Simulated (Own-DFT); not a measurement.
# Strain and stress in wurtzite GaN, 72 atoms (Ga36N36)

The numbers are computed, not measured, by runs of the plane-wave DFT program Own-DFT (in-house, retired, unreviewed) at fixed positions, with no spin and no spin-orbit coupling.

Settings: PBE; PseudoDojo norm-conserving scalar-relativistic files (stringent for Ga); cutoff 96 hartree; 4 x 4 x 3 k mesh centred on Gamma; Gaussian smearing of 0.01 eV.

Keep in mind: forces not confirmed at this smearing and k mesh; stress not checked against mesh or cutoff.

Unstrained cell vectors in Å: (9.567, 0.000, 0.000); (-4.783, 8.285, 0.000); (0.000, 0.000, 10.370). The unstrained cell has measured lattice constants (interpolated for alloys), not those of this functional. That, the random moves and any unrelaxed bonds set the pressure at no strain. Each run strains this cell uniformly, with the atoms carried along. Each atom got a random Gaussian move of width 0.05 Å along each axis. Strain is the symmetric tensor, in per cent. Stress is positive in tension, and the pressure is minus a third of its trace.

| run | e_xx (%) | e_yy (%) | e_zz (%) | e_yz (%) | e_xz (%) | e_xy (%) | s_xx (GPa) | s_yy (GPa) | s_zz (GPa) | s_yz (GPa) | s_xz (GPa) | s_xy (GPa) | P (GPa) | E (meV/atom) |
|---|---|---|---|---|---|---|---|---|---|---|---|---|---|---|
| 1 | -1.69 | -0.08 | -1.00 | -1.61 | -1.46 | -1.07 | -16.92 | -10.31 | -12.44 | -3.34 | -3.11 | -4.02 | 13.22 | 40.3 |
| 2 | 0.13 | -1.21 | 1.71 | 0.92 | -0.71 | 1.87 | -7.27 | -9.60 | -1.85 | 1.79 | -0.54 | 7.27 | 6.24 | 20.8 |
| 3 | -1.88 | 0.43 | -0.62 | 1.09 | -0.01 | -1.73 | -14.44 | -7.62 | -12.83 | 3.09 | 0.02 | -5.18 | 11.63 | 32.5 |
| 4 | 0.27 | -0.45 | 0.09 | 1.09 | 0.75 | -1.99 | -6.43 | -9.17 | -6.52 | 2.83 | 1.21 | -5.18 | 7.37 | 21.1 |
| 5 | -0.33 | 0.02 | -1.73 | -0.58 | -0.28 | 1.78 | -8.88 | -8.39 | -18.25 | -2.04 | -0.13 | 5.47 | 11.84 | 33.5 |
| 6 | -0.02 | 0.26 | -0.35 | -0.82 | -1.76 | -0.91 | -5.84 | -8.19 | -8.33 | -2.46 | -3.92 | -3.40 | 7.45 | 15.3 |
| 7 | 0.65 | 1.19 | 0.63 | 0.60 | -0.42 | -0.12 | -2.29 | -0.88 | -3.85 | 0.88 | -1.35 | 0.46 | 2.34 | 0.0 |
| 8 | 1.59 | -0.72 | -0.82 | -0.57 | 0.75 | -0.29 | -3.44 | -7.40 | -12.09 | -1.06 | 0.70 | -2.30 | 7.64 | 34.3 |
| 9 | 0.72 | 1.61 | -0.52 | 1.46 | -1.70 | -0.96 | -4.21 | -0.26 | -7.89 | 2.64 | -3.50 | -3.10 | 4.12 | 20.9 |
| 10 | -0.20 | -1.37 | 0.94 | 0.15 | -1.81 | -1.29 | -9.51 | -12.48 | -5.10 | 0.05 | -3.81 | -5.00 | 9.03 | 34.7 |
| 11 | -0.20 | -1.15 | -0.30 | 1.01 | -2.00 | 1.30 | -7.71 | -12.43 | -12.06 | 2.68 | -3.14 | 4.16 | 10.73 | 33.0 |
| 12 | -1.83 | 0.53 | -0.30 | 0.08 | -0.73 | -0.63 | -15.24 | -7.42 | -8.98 | -0.50 | -0.83 | -4.10 | 10.55 | 24.4 |
| 13 | -0.04 | 0.36 | -1.36 | -1.16 | -1.66 | -0.24 | -8.43 | -6.85 | -12.45 | -3.39 | -3.95 | -0.96 | 9.24 | 24.3 |
| 14 | 1.68 | -1.82 | 0.10 | -1.69 | 1.61 | -1.52 | -2.73 | -12.86 | -8.40 | -3.55 | 3.14 | -4.24 | 7.99 | 41.8 |
| 15 | -0.43 | -0.07 | 0.15 | -0.79 | -0.99 | -2.00 | ? | ? | ? | ? | ? | ? | ? | ? |

E is the free energy for each atom above the lowest run shown.

## What the rows give

Least squares on the runs shown: each stress against a constant and the strains, taken as fractions with shears doubled. Shear strains stay in the fit of a normal stress only where such slopes are resolved. The slopes, in GPa:

```
stress,at no strain,per e_xx,per e_yy,per e_zz,scatter
s_xx,-7.4,407 ± 32,103 ± 38,71 ± 41,1.24
s_yy,-7.2,123 ± 22,399 ± 26,75 ± 28,0.85
s_zz,-7.9,57 ± 33,128 ± 38,474 ± 41,1.26
```

The slope of each shear stress on twice its own strain, from a fit on all six strains: yz 124 ± 7, xz 103 ± 6, xy 164 ± 13 GPa. These are stiffnesses along x, y and z of the frame in which the cell vectors are given, with the crystal's c axis along z: C11, C12, C13 and C33. Hexagonal symmetry asks that xx and yy behave alike, which is a second check on the noise. No internal relaxation is included, and where it is allowed it would reduce some of the slopes. Slopes across the diagonal should nearly agree, so their difference gauges the noise. A ninth of the table's sum, 204 ± 5 GPa, estimates the bulk modulus near the mean pressure of these runs, 8.5 GPa, so it lies above the value at zero pressure.

## Check

The question: what normal stresses and pressure should run 15 give?

From the fit: s_xx = -9.1, s_yy = -7.9, s_zz = -7.5 and P = 8.2 GPa. The hidden result is -8.62, -7.92, -7.17 and P = 7.90 GPa.
